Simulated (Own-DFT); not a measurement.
# What a defect does to the pressure of its cell: zincblende GaAs

No measurement is shown. These are fixed-geometry runs of a retired plane-wave code named Own-DFT, which no person has reviewed; spin and spin-orbit coupling are neglected.

All runs used: PBE; PseudoDojo norm-conserving scalar-relativistic files; cutoff 42 hartree; 3 x 3 x 3 k mesh centred on Gamma; Fermi-Dirac smearing of 0.1 eV.

Limits (not all hold for every row): not probed for a lower state with spin; forces on such cells failed a check on a denser k mesh; forces not confirmed at this smearing and k mesh; forces on such cells passed a denser k mesh, each cell not checked; stress not checked against mesh or cutoff.

All runs share one cell, with vectors in Å (11.307, 0.000, 0.000); (0.000, 11.307, 0.000); (0.000, 0.000, 11.307) and a volume of 1445.4 Å³. u is the rms random offset of the atoms per axis. The defect's site can differ from row to row.

| cell | formula | u (Å) | P (GPa) |
|---|---|---|---|
| no defect | As32Ga32 | 0.0176 | 3.49 |
| no defect | As32Ga32 | 0.0491 | 3.94 |
| no defect | As32Ga32 | 0.0498 | 3.99 |
| one P on an As site | As31Ga32P | 0.0293 | ? |
| one P on an As site | As31Ga32P | 0.0296 | 3.34 |
| one P on an As site | As31Ga32P | 0.0297 | 3.33 |
| one P on an As site | As31Ga32P | 0.0300 | 3.39 |
| two As on a Ga site each | As34Ga30 | 0.0270 | 4.74 |
| two As on a Ga site each | As34Ga30 | 0.0289 | 4.79 |
| two As on a Ga site each | As34Ga30 | 0.0302 | 4.81 |
| one In on a Ga site | As32Ga31In | 0.0291 | 4.19 |
| one In on a Ga site | As32Ga31In | 0.0485 | 4.68 |
| one In on a Ga site | As32Ga31In | 0.0527 | 4.67 |
| two As vacancies | As30Ga32 | 0.0300 | 3.25 |
| two As vacancies | As30Ga32 | 0.0510 | 3.60 |
| two As vacancies | As30Ga32 | 0.0517 | 3.62 |

## Fit

P = P0 + c u² + a shift for each defect gives P0 = 3.41 GPa, c = 231 ± 15 GPa/Å² and a scatter of 0.04 GPa. The shifts, and each times the cell's volume:

- two As on a Ga site each: 1.18 ± 0.04 GPa, 10.6 eV (5.3 eV for each of its 2 sites)
- one In on a Ga site: 0.65 ± 0.03 GPa, 5.8 eV
- one P on an As site: -0.26 ± 0.03 GPa, -2.4 eV
- two As vacancies: -0.39 ± 0.03 GPa, -3.6 eV (-1.8 eV for each of its 2 sites)

A positive shift means that the defect pushes the cell outwards. Shift times volume (160.2 GPa Å³ is 1 eV) depends little on the cell's size, so, taken for each site, it can be compared between cells at like pressure. The atoms around the defects weren't relaxed, which would change these numbers.

## Withheld run

Asked: what pressure belongs in the blank (one P on an As site, u = 0.0293 Å)?

The fitted form gives 3.34 ± 0.05 GPa. The hidden result is 3.33 GPa.
